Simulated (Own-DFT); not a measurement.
# Point defects and the pressure they add: zincblende GaAs

Calculated, not measured: single-point runs of Own-DFT, a retired in-house plane-wave DFT program that no person has reviewed, on unrelaxed cells, without spin or spin-orbit coupling.

Settings: PBE; PseudoDojo norm-conserving scalar-relativistic files; cutoff 42 hartree; 3 x 3 x 3 k mesh centred on Gamma; Fermi-Dirac smearing of 0.1 eV.

Limits (not all hold for every row): not probed for a lower state with spin; forces not confirmed at this smearing and k mesh; stress not checked against mesh or cutoff.

All runs share one cell, with vectors in Å (11.737, 0.000, 0.000); (0.000, 11.737, 0.000); (0.000, 0.000, 10.833) and a volume of 1492.4 Å³, strained against the parent crystal. The atoms are randomly displaced, by u rms on each axis. The defect's site can differ from row to row.

```
                             cell     formula   u (Å)  P (GPa)
                        no defect    As32Ga32  0.0284     1.25
                        no defect    As32Ga32  0.0496     1.53
                        no defect    As32Ga32  0.0511     1.49
one As vacancy and one Ga vacancy    As31Ga31  0.0282     1.01
one As vacancy and one Ga vacancy    As31Ga31  0.0291     0.91
one As vacancy and one Ga vacancy    As31Ga31  0.0491     1.13
              one P on an As site   As31Ga32P  0.0291     0.99
              one P on an As site   As31Ga32P  0.0291     0.98
              one P on an As site   As31Ga32P  0.0294     0.99
              one Al on a Ga site  AlAs32Ga31  0.0312     1.24
              one Al on a Ga site  AlAs32Ga31  0.0313     1.26
              one Al on a Ga site  AlAs32Ga31  0.0508        ?
              one Al on a Ga site  AlAs32Ga31  0.0521     1.65
              one In on a Ga site  As32Ga31In  0.0481     2.14
              one In on a Ga site  As32Ga31In  0.0486     2.06
              one In on a Ga site  As32Ga31In  0.0495     2.08
```

## Worked fit

P = P0 + c u² + a shift for each defect gives P0 = 1.10 GPa, c = 163 ± 23 GPa/Å² and a scatter of 0.05 GPa. The shifts, and each times the cell's volume:

- one In on a Ga site: 0.60 ± 0.05 GPa, 5.6 eV
- one Al on a Ga site: 0.02 ± 0.05 GPa, 0.2 eV (not resolved)
- one P on an As site: -0.26 ± 0.05 GPa, -2.4 eV
- one As vacancy and one Ga vacancy: -0.31 ± 0.05 GPa, -2.9 eV

Against the defect-free cell, a freed cell would be larger where the shift is positive and smaller where it is negative (160.2 GPa Å³ is 1 eV). The atoms around the defects weren't relaxed, which would change these numbers.

## Test on the hidden row

Question: what pressure belongs in the blank (one Al on a Ga site, u = 0.0508 Å)?

From the fit: 1.55 ± 0.07 GPa. DFT gave 1.51 GPa.
